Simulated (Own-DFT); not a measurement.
## Calculated data, Si$_{23}$GeO$_{48}$ (quartz with substituted atoms, atoms displaced)

Computed with Own-DFT development build. A calculation, not a measurement: plane-wave PBE and HSE06 DFT by an unreviewed code, no spin, of a simulated cell at Gamma alone, so results move with cell size and shape, stress positive in tension, energies less offsets, not probed for a lower state with spin; oxygen file: force components 24 meV/angstrom off all-electron in a glass; k mesh not checked against a denser one; forces and stress are PBE's, HSE06 gives the energy alone, and its difference from PBE has offsets of its own; offsets are fitted by least squares, one for each functional and potential file, so energies compare only between cells with the same atoms and settings and are not formation energies; the far tail of each file's local potential was reset to the Coulomb form; each entry is a single point on an unrelaxed cell, so the pressure reflects the starting lattice, mostly measured values (interpolated for alloys), from which strain is counted, and rises with the displacements; printed positions are rounded, which can move forces by about a meV/angstrom; the program, named Own-DFT, is a retired in-house code; no spin-orbit coupling.

Common to all runs: first functional PBE; second functional HSE06; exact exchange share 0.25; screening 0.11 1/bohr; exchange divergence Gygi-Baldereschi; potential files PseudoDojo norm-conserving, scalar-relativistic, made for PBE, standard set; wave cutoff 48 hartree; occupations fixed; k mesh 1 x 1 x 1 centred on Gamma.

```json
{"entry": 1, "formula": "Si23GeO48", "kind": "quartz with substituted atoms, atoms displaced", "structure": {"cell_angstrom": [[9.8268, 0.0, 0.0], [-4.9134, 8.5103, 0.0], [0.0, 0.0, 10.8104]], "atoms_fractional": [["Si", 0.23206, 0.00955, 0.99643], ["Si", 0.00108, 0.23398, 0.3345], ["Si", 0.25031, 0.25781, 0.16729], ["O", 0.21332, 0.14299, 0.05756], ["O", 0.42617, 0.30437, 0.22583], ["O", 0.37228, 0.08093, 0.39282], ["O", 0.07536, 0.37178, 0.43733], ["O", 0.11743, 0.19628, 0.27497], ["O", 0.29242, 0.42363, 0.10651], ["Si", 0.23946, 0.00341, 0.50562], ["Si", 0.9943, 0.22629, 0.83143], ["Si", 0.26859, 0.26882, 0.6732], ["O", 0.21559, 0.1386, 0.56089], ["O", 0.42971, 0.29089, 0.72304], ["O", 0.36966, 0.07841, 0.88427], ["O", 0.07744, 0.37181, 0.93649], ["O", 0.13791, 0.20218, 0.77686], ["O", 0.29187, 0.42519, 0.60626], ["Si", 0.23353, 0.50687, 0.99739], ["Si", 0.99944, 0.74155, 0.33545], ["Si", 0.26944, 0.76716, 0.16333], ["O", 0.20846, 0.63897, 0.04819], ["O", 0.42092, 0.7843, 0.22371], ["O", 0.35838, 0.57007, 0.39382], ["O", 0.06431, 0.85521, 0.44248], ["O", 0.13144, 0.6959, 0.27494], ["O", 0.30141, 0.92549, 0.10908], ["Si", 0.24192, 0.5072, 0.49994], ["Si", 0.00627, 0.73493, 0.8321], ["Si", 0.27247, 0.76795, 0.66429], ["O", 0.20816, 0.62752, 0.55847], ["O", 0.4172, 0.78175, 0.71935], ["O", 0.38073, 0.58025, 0.89646], ["O", 0.06575, 0.86758, 0.93578], ["O", 0.13204, 0.71048, 0.77437], ["O", 0.28956, 0.92661, 0.59737], ["Si", 0.73853, 0.00441, 0.99971], ["Si", 0.50204, 0.23221, 0.33422], ["Si", 0.75739, 0.26397, 0.16344], ["O", 0.6938, 0.13703, 0.0548], ["O", 0.94003, 0.30483, 0.23519], ["O", 0.85762, 0.07579, 0.38874], ["O", 0.56688, 0.3596, 0.4383], ["O", 0.63401, 0.20771, 0.27709], ["O", 0.78476, 0.41185, 0.10678], ["Si", 0.73626, 0.00472, 0.49412], ["Si", 0.49984, 0.23094, 0.83609], ["Si", 0.76566, 0.2687, 0.66974], ["O", 0.70435, 0.12037, 0.56106], ["O", 0.92516, 0.29121, 0.72859], ["O", 0.86342, 0.07285, 0.89406], ["O", 0.56775, 0.35894, 0.9458], ["O", 0.62499, 0.20818, 0.77513], ["O", 0.79517, 0.41639, 0.60777], ["Si", 0.73469, 0.50392, 0.00529], ["Si", 0.50729, 0.73616, 0.33871], ["Ge", 0.76934, 0.77055, 0.16338], ["O", 0.70209, 0.62753, 0.06325], ["O", 0.92841, 0.79667, 0.22775], ["O", 0.86006, 0.5746, 0.39237], ["O", 0.57252, 0.87023, 0.43364], ["O", 0.63461, 0.70382, 0.27141], ["O", 0.79219, 0.92479, 0.10995], ["Si", 0.73149, 0.49811, 0.5013], ["Si", 0.50369, 0.73269, 0.82353], ["Si", 0.75642, 0.76714, 0.66968], ["O", 0.70587, 0.62692, 0.56348], ["O", 0.91981, 0.79195, 0.72592], ["O", 0.8596, 0.56795, 0.90039], ["O", 0.56949, 0.86152, 0.93738], ["O", 0.63589, 0.70508, 0.7768], ["O", 0.7949, 0.92977, 0.60265]]}, "results": {"PBE_energy_of_cell_above_offsets [eV]": "-14.710", "HSE06_less_PBE_above_offsets [eV]": "-0.318", "PBE_pressure [GPa]": 12.28, "PBE_stress_xx [GPa]": -12.14, "PBE_stress_yy [GPa]": -14.02, "PBE_stress_zz [GPa]": -10.68, "PBE_stress_yz [GPa]": 0.75, "PBE_stress_xz [GPa]": 3.46, "PBE_stress_xy [GPa]": 3.35, "force_element": ["Si", "Si", "Si", "O", "O", "O", "O", "O", "O", "Si", "Si", "Si", "O", "O", "O", "O", "O", "O", "Si", "Si", "Si", "O", "O", "O", "O", "O", "O", "Si", "Si", "Si", "O", "O", "O", "O", "O", "O", "Si", "Si", "Si", "O", "O", "O", "O", "O", "O", "Si", "Si", "Si", "O", "O", "O", "O", "O", "O", "Si", "Si", "Ge", "O", "O", "O", "O", "O", "O", "Si", "Si", "Si", "O", "O", "O", "O", "O", "O"], "force_x [eV/angstrom]": [3.487, -2.979, 2.052, -0.842, 0.236, -1.911, 0.61, 4.892, -1.741, -4.056, 2.238, 0.568, -1.082, 0.761, -3.38, -0.925, -2.094, 0.368, 3.963, 2.37, -1.698, -1.695, 3.2, 3.623, 1.52, -1.036, -3.22, -1.014, -6.32, -6.359, -2.975, 5.318, -1.094, 0.883, 4.762, 4.813, -3.582, -2.672, 4.624, 1.962, -4.787, 1.462, 0.918, 1.881, -2.217, 0.905, -2.248, 0.525, -3.287, 0.129, 0.904, 0.336, 5.696, -2.473, -0.166, -2.106, 1.092, -1.222, 4.489, 0.136, -0.038, -3.079, -4.221, 1.079, -2.76, 3.79, -1.812, 1.329, 2.538, 1.051, 0.51, 0.073], "force_y [eV/angstrom]": [-3.152, 1.877, 3.65, -1.81, -1.642, -4.125, -0.074, -1.384, 1.127, 1.446, 3.4, -0.067, 0.379, 0.605, -6.0, -2.094, -0.63, 0.275, -1.984, -4.499, -3.367, 2.07, 0.088, 2.831, 5.142, 1.114, 4.231, -5.505, -1.296, -1.595, 4.164, 1.177, -1.66, 2.133, -0.209, -3.909, -2.072, 2.469, -3.265, -2.385, -0.178, -0.134, 2.726, -0.649, 6.453, -3.105, 5.729, -6.072, 4.689, -0.029, -0.688, 1.171, -0.573, 5.04, -4.533, -3.082, -5.162, -1.548, 1.451, -0.134, 1.517, -1.554, 10.2, -1.929, 0.853, 0.091, 1.748, -0.215, 2.597, 1.703, -0.944, -0.89], "force_z [eV/angstrom]": [-0.243, 2.726, 2.88, -1.66, 0.892, 1.934, 1.119, -2.311, -1.031, -6.698, 0.484, -2.424, 0.44, 0.774, 3.533, -1.463, 1.447, 0.828, 0.162, -2.651, 1.539, 1.351, 1.76, -3.15, 4.057, -0.493, -3.349, 0.116, 0.83, -2.74, 2.792, 2.075, 0.185, 1.768, -2.762, 5.513, 1.627, -3.051, 4.764, -1.045, -4.071, -1.341, 2.62, -0.91, -2.543, 0.429, -0.374, 0.839, 3.628, -0.235, -0.564, 0.539, -2.796, -3.224, -0.383, -3.959, 2.373, -2.265, 1.163, -0.148, 2.173, 4.046, -5.129, -1.034, 3.627, -3.241, 1.469, 1.005, -2.782, 0.026, 0.155, 0.38]}}
{"entry": 2, "formula": "Si23GeO48", "kind": "quartz with substituted atoms, atoms displaced", "structure": {"cell_angstrom": [[9.8268, 0.0, 0.0], [-4.9134, 8.5103, 0.0], [0.0, 0.0, 10.8104]], "atoms_fractional": [["Si", 0.24165, 0.9984, 0.00362], ["Si", 0.00495, 0.23433, 0.33972], ["Si", 0.25448, 0.25439, 0.16646], ["O", 0.19884, 0.12679, 0.05633], ["O", 0.42852, 0.29129, 0.23064], ["O", 0.35437, 0.06041, 0.38544], ["O", 0.06975, 0.36408, 0.4411], ["O", 0.13101, 0.20654, 0.27523], ["O", 0.29165, 0.42833, 0.11422], ["Si", 0.23806, 0.0059, 0.49586], ["Si", 0.00157, 0.23743, 0.83194], ["Si", 0.26841, 0.26998, 0.65592], ["O", 0.19144, 0.13152, 0.55693], ["O", 0.44136, 0.30374, 0.7235], ["O", 0.3705, 0.07753, 0.89388], ["O", 0.0798, 0.36732, 0.93783], ["O", 0.14213, 0.20725, 0.77987], ["O", 0.29974, 0.42633, 0.61072], ["Si", 0.23481, 0.50499, 0.00534], ["Si", 0.0006, 0.74083, 0.33409], ["Si", 0.26851, 0.76599, 0.16596], ["O", 0.20391, 0.62087, 0.05398], ["O", 0.42618, 0.80099, 0.22318], ["O", 0.35998, 0.57287, 0.39723], ["O", 0.06083, 0.86653, 0.43205], ["O", 0.14514, 0.71106, 0.27082], ["O", 0.30182, 0.92842, 0.11317], ["Si", 0.23279, 0.49539, 0.49446], ["Si", 0.00176, 0.73521, 0.83247], ["Si", 0.26381, 0.76112, 0.67399], ["O", 0.20264, 0.63515, 0.56805], ["O", 0.42305, 0.79655, 0.72731], ["O", 0.37058, 0.57638, 0.89021], ["O", 0.07837, 0.87731, 0.93571], ["O", 0.12352, 0.70103, 0.77481], ["O", 0.29231, 0.92111, 0.6051], ["Si", 0.73067, 0.00606, 0.00147], ["Si", 0.49789, 0.23322, 0.33087], ["Si", 0.76591, 0.26825, 0.17337], ["O", 0.71208, 0.13317, 0.06275], ["O", 0.93663, 0.30037, 0.22515], ["O", 0.86113, 0.07517, 0.396], ["O", 0.57356, 0.36256, 0.44469], ["O", 0.63493, 0.20587, 0.27542], ["O", 0.80046, 0.42823, 0.11197], ["Si", 0.73177, 5e-05, 0.49914], ["Si", 0.50928, 0.24014, 0.83158], ["Si", 0.75697, 0.25347, 0.67027], ["O", 0.70047, 0.13535, 0.55526], ["O", 0.9216, 0.30085, 0.72427], ["O", 0.86592, 0.07061, 0.88971], ["O", 0.57454, 0.37088, 0.94752], ["O", 0.63261, 0.20861, 0.7742], ["O", 0.79011, 0.42309, 0.60826], ["Si", 0.73233, 0.48874, 0.99655], ["Ge", 0.50376, 0.73591, 0.33036], ["Si", 0.75773, 0.75907, 0.1663], ["O", 0.70729, 0.63118, 0.06761], ["O", 0.93065, 0.79569, 0.22698], ["O", 0.86291, 0.56523, 0.38139], ["O", 0.57604, 0.87184, 0.42798], ["O", 0.62615, 0.70429, 0.2726], ["O", 0.78888, 0.92236, 0.10308], ["Si", 0.73784, 0.49693, 0.49598], ["Si", 0.49929, 0.73668, 0.83078], ["Si", 0.77063, 0.77715, 0.66753], ["O", 0.70218, 0.63488, 0.55886], ["O", 0.93177, 0.80074, 0.71803], ["O", 0.86903, 0.57496, 0.89049], ["O", 0.57193, 0.87049, 0.93703], ["O", 0.63586, 0.70312, 0.7723], ["O", 0.79299, 0.92402, 0.61111]]}, "results": {"PBE_energy_of_cell_above_offsets [eV]": "-16.075", "HSE06_less_PBE_above_offsets [eV]": "-0.069", "PBE_pressure [GPa]": 10.04, "PBE_stress_xx [GPa]": -10.57, "PBE_stress_yy [GPa]": -10.86, "PBE_stress_zz [GPa]": -8.71, "PBE_stress_yz [GPa]": -1.79, "PBE_stress_xz [GPa]": 2.91, "PBE_stress_xy [GPa]": 0.58, "force_element": ["Si", "Si", "Si", "O", "O", "O", "O", "O", "O", "Si", "Si", "Si", "O", "O", "O", "O", "O", "O", "Si", "Si", "Si", "O", "O", "O", "O", "O", "O", "Si", "Si", "Si", "O", "O", "O", "O", "O", "O", "Si", "Si", "Si", "O", "O", "O", "O", "O", "O", "Si", "Si", "Si", "O", "O", "O", "O", "O", "O", "Si", "Ge", "Si", "O", "O", "O", "O", "O", "O", "Si", "Si", "Si", "O", "O", "O", "O", "O", "O"], "force_x [eV/angstrom]": [-0.73, -3.411, 1.751, 0.099, -3.495, 1.797, -0.215, 1.421, 0.489, -2.169, 0.669, 2.407, 1.232, -1.589, 0.672, -0.574, -0.183, -2.938, 7.421, 2.055, -0.551, -6.839, 1.311, 1.108, 1.618, -3.623, -1.071, -1.962, -3.574, -3.095, 1.554, 2.704, -1.028, 0.244, 3.433, -1.308, 3.9, 1.49, 2.914, -2.951, -0.031, 1.52, -1.199, -0.825, -1.075, -0.218, -4.76, -0.532, 0.196, 3.431, -0.701, -2.674, 1.874, 0.193, 2.748, -7.573, 1.874, 1.137, -2.411, 0.202, 0.095, 10.01, -0.137, -0.58, 1.926, 1.802, 1.207, 2.2, -1.02, -0.425, -1.567, -3.674], "force_y [eV/angstrom]": [0.13, -0.783, 2.339, 0.681, 0.481, 2.282, 0.795, -1.083, -0.968, -3.624, -0.616, -3.975, -1.018, -0.679, 0.343, 0.163, 0.605, 5.172, -7.486, -4.477, -2.317, 9.655, 0.878, -1.039, 4.471, -0.888, 1.828, 1.562, 2.507, 0.627, -3.554, 0.766, -1.433, -1.208, -0.344, 1.563, -3.59, -0.898, -0.547, 3.743, -0.806, 0.555, -1.956, -0.806, 1.104, -0.844, 0.1, 3.226, -1.356, -0.546, 0.364, -4.295, -1.553, -0.442, 6.095, -2.247, 2.772, -3.666, 0.27, 0.423, 5.892, -2.357, 0.041, 2.16, -0.003, -7.26, -0.396, -0.296, -1.51, 0.277, 0.455, 6.541], "force_z [eV/angstrom]": [-1.258, -2.647, -0.9, 1.113, -3.009, -1.71, 1.599, 0.381, 0.115, 2.616, -0.77, 6.394, -1.341, -0.985, 0.058, 0.432, -1.737, -3.667, -5.454, -3.051, -2.099, 5.598, -1.207, -1.52, 4.546, 2.683, -1.827, 5.769, 0.014, -1.429, -2.686, 0.993, 1.541, -0.058, -0.991, -1.001, -2.501, 3.139, -1.067, 2.298, 1.011, -1.078, -1.468, 1.091, -1.628, 1.633, 1.728, -3.081, -0.106, 1.901, 0.33, -2.836, 0.773, 0.027, 3.596, -0.04, 1.103, -3.161, -1.878, 0.439, 6.406, -4.237, 0.455, 2.084, 0.19, 0.872, -0.663, 1.958, 1.173, 0.138, 0.893, -3.99]}}
{"entry": 3, "formula": "Si23GeO48", "kind": "quartz with substituted atoms, atoms displaced", "structure": {"cell_angstrom": [[9.8268, 0.0, 0.0], [-4.9134, 8.5103, 0.0], [0.0, 0.0, 10.8104]], "atoms_fractional": [["Si", 0.22802, 0.99239, 0.99913], ["Si", 0.99859, 0.22573, 0.34008], ["Si", 0.27443, 0.26645, 0.1699], ["O", 0.19994, 0.12126, 0.06275], ["O", 0.42151, 0.2884, 0.22247], ["O", 0.36395, 0.06509, 0.39474], ["O", 0.06612, 0.36412, 0.43245], ["O", 0.13671, 0.20965, 0.26525], ["O", 0.29101, 0.42796, 0.10866], ["Ge", 0.23008, 0.99276, 0.49594], ["Si", 0.99968, 0.23595, 0.82993], ["Si", 0.26947, 0.26968, 0.66645], ["O", 0.22038, 0.13075, 0.55767], ["O", 0.42425, 0.29013, 0.72822], ["O", 0.37078, 0.07344, 0.88527], ["O", 0.06111, 0.36238, 0.9433], ["O", 0.13855, 0.1969, 0.77239], ["O", 0.28961, 0.42599, 0.60497], ["Si", 0.23962, 0.49957, 0.99567], ["Si", 0.00835, 0.73549, 0.33079], ["Si", 0.27553, 0.76094, 0.16248], ["O", 0.21042, 0.64045, 0.05927], ["O", 0.41897, 0.79419, 0.22197], ["O", 0.36138, 0.57214, 0.3953], ["O", 0.06367, 0.86572, 0.44211], ["O", 0.1343, 0.71398, 0.27676], ["O", 0.29129, 0.91868, 0.09463], ["Si", 0.2433, 0.49762, 0.49673], ["Si", 0.99882, 0.7354, 0.83714], ["Si", 0.26502, 0.76437, 0.67554], ["O", 0.20935, 0.63361, 0.56563], ["O", 0.42828, 0.79653, 0.72261], ["O", 0.3667, 0.56972, 0.89364], ["O", 0.07819, 0.85929, 0.94043], ["O", 0.13413, 0.70366, 0.77536], ["O", 0.2888, 0.92202, 0.60252], ["Si", 0.72753, 0.98767, 0.00853], ["Si", 0.50486, 0.22987, 0.32664], ["Si", 0.7734, 0.26027, 0.1618], ["O", 0.70674, 0.13244, 0.07103], ["O", 0.93612, 0.3028, 0.22958], ["O", 0.86141, 0.07195, 0.39445], ["O", 0.5735, 0.37382, 0.44092], ["O", 0.62652, 0.20543, 0.28144], ["O", 0.79288, 0.42473, 0.10653], ["Si", 0.72578, 0.99481, 0.50101], ["Si", 0.50155, 0.23508, 0.82725], ["Si", 0.76547, 0.27227, 0.66959], ["O", 0.69014, 0.1291, 0.56192], ["O", 0.92705, 0.29666, 0.73047], ["O", 0.86102, 0.05997, 0.89087], ["O", 0.56962, 0.36341, 0.93688], ["O", 0.62807, 0.20729, 0.77864], ["O", 0.79308, 0.42798, 0.60912], ["Si", 0.72827, 0.50421, 0.99507], ["Si", 0.50096, 0.73423, 0.3371], ["Si", 0.76756, 0.76631, 0.16565], ["O", 0.70335, 0.63069, 0.05537], ["O", 0.92464, 0.79614, 0.22512], ["O", 0.86584, 0.57508, 0.39497], ["O", 0.57373, 0.86818, 0.43233], ["O", 0.64029, 0.70782, 0.27254], ["O", 0.80567, 0.93372, 0.10858], ["Si", 0.74371, 0.49936, 0.50683], ["Si", 0.49861, 0.74624, 0.82789], ["Si", 0.76072, 0.76242, 0.669], ["O", 0.70897, 0.6408, 0.56494], ["O", 0.92846, 0.79081, 0.72723], ["O", 0.86879, 0.5651, 0.89201], ["O", 0.57609, 0.86533, 0.94252], ["O", 0.63322, 0.71262, 0.76885], ["O", 0.80029, 0.93498, 0.61257]]}, "results": {"PBE_energy_of_cell_above_offsets [eV]": "-13.204", "HSE06_less_PBE_above_offsets [eV]": "-0.225", "PBE_pressure [GPa]": 12.18, "PBE_stress_xx [GPa]": -15.52, "PBE_stress_yy [GPa]": -8.56, "PBE_stress_zz [GPa]": -12.45, "PBE_stress_yz [GPa]": -1.99, "PBE_stress_xz [GPa]": -1.74, "PBE_stress_xy [GPa]": -0.83, "force_element": ["Si", "Si", "Si", "O", "O", "O", "O", "O", "O", "Ge", "Si", "Si", "O", "O", "O", "O", "O", "O", "Si", "Si", "Si", "O", "O", "O", "O", "O", "O", "Si", "Si", "Si", "O", "O", "O", "O", "O", "O", "Si", "Si", "Si", "O", "O", "O", "O", "O", "O", "Si", "Si", "Si", "O", "O", "O", "O", "O", "O", "Si", "Si", "Si", "O", "O", "O", "O", "O", "O", "Si", "Si", "Si", "O", "O", "O", "O", "O", "O"], "force_x [eV/angstrom]": [2.815, 0.743, -6.152, -0.575, 6.794, 5.235, 1.961, -2.078, 0.799, 0.66, 2.02, 0.697, -5.849, -0.211, -1.753, 1.479, -3.007, 1.465, -3.55, -6.793, -10.75, 1.02, 10.5, 3.413, -4.239, 6.598, 1.854, -7.641, 0.75, -2.308, 1.137, 0.808, 1.643, -2.202, -1.415, 4.665, 1.526, -9.882, -1.907, 0.632, -0.128, -0.611, 0.453, 11.28, -0.891, 1.532, -3.797, 0.321, 0.925, -1.335, -0.474, -0.332, 6.229, 1.88, 3.988, 0.09, 0.362, -2.14, 2.559, 0.883, -0.913, -3.05, 0.279, -5.154, 2.904, 2.697, 1.132, -0.946, -0.598, -2.141, -2.853, -1.054], "force_y [eV/angstrom]": [3.689, 1.297, -1.466, 1.898, 0.992, 4.23, 3.353, -1.07, -0.258, -1.716, -3.183, -3.085, 8.619, 1.79, -2.042, 1.065, 0.673, -0.539, -1.273, 0.574, 1.544, -4.412, 1.022, 2.572, -4.87, -0.522, -0.847, -0.846, -2.27, 0.882, -1.615, 1.411, 2.699, -0.62, -0.569, -3.588, 4.968, 1.72, 6.511, -6.704, -1.166, -1.997, -0.879, -1.036, 0.14, 2.483, -0.191, -3.928, 0.334, 0.548, 1.385, 0.953, -0.029, 0.053, -4.02, -1.591, -0.632, 3.215, -0.239, 0.404, 0.539, -0.466, -0.89, 2.197, -3.194, 3.871, -3.547, 0.14, 0.433, -1.781, -0.903, -0.224], "force_z [eV/angstrom]": [-1.405, -4.678, -5.158, 0.804, 3.008, -6.81, 3.585, 2.784, 0.01, -0.282, 2.431, -1.672, 4.831, -1.541, 1.915, 0.067, 1.248, 1.555, 2.428, 2.458, -1.165, -3.572, 6.205, -4.238, -3.047, -3.588, 2.294, 2.567, -2.054, -4.643, -1.096, -0.3, -2.945, 0.248, 1.974, 6.071, -2.137, 6.402, 6.056, -5.33, 0.17, 0.698, -0.637, -5.637, -0.746, 2.348, 3.545, 0.649, 0.404, -1.91, 0.341, 0.563, -3.228, 2.518, 0.153, -4.221, -0.978, 1.714, 1.006, -0.416, 1.493, 1.524, 1.089, -4.419, 2.613, -0.095, -2.923, -0.217, 0.004, -0.563, 2.883, -1.01]}}
```
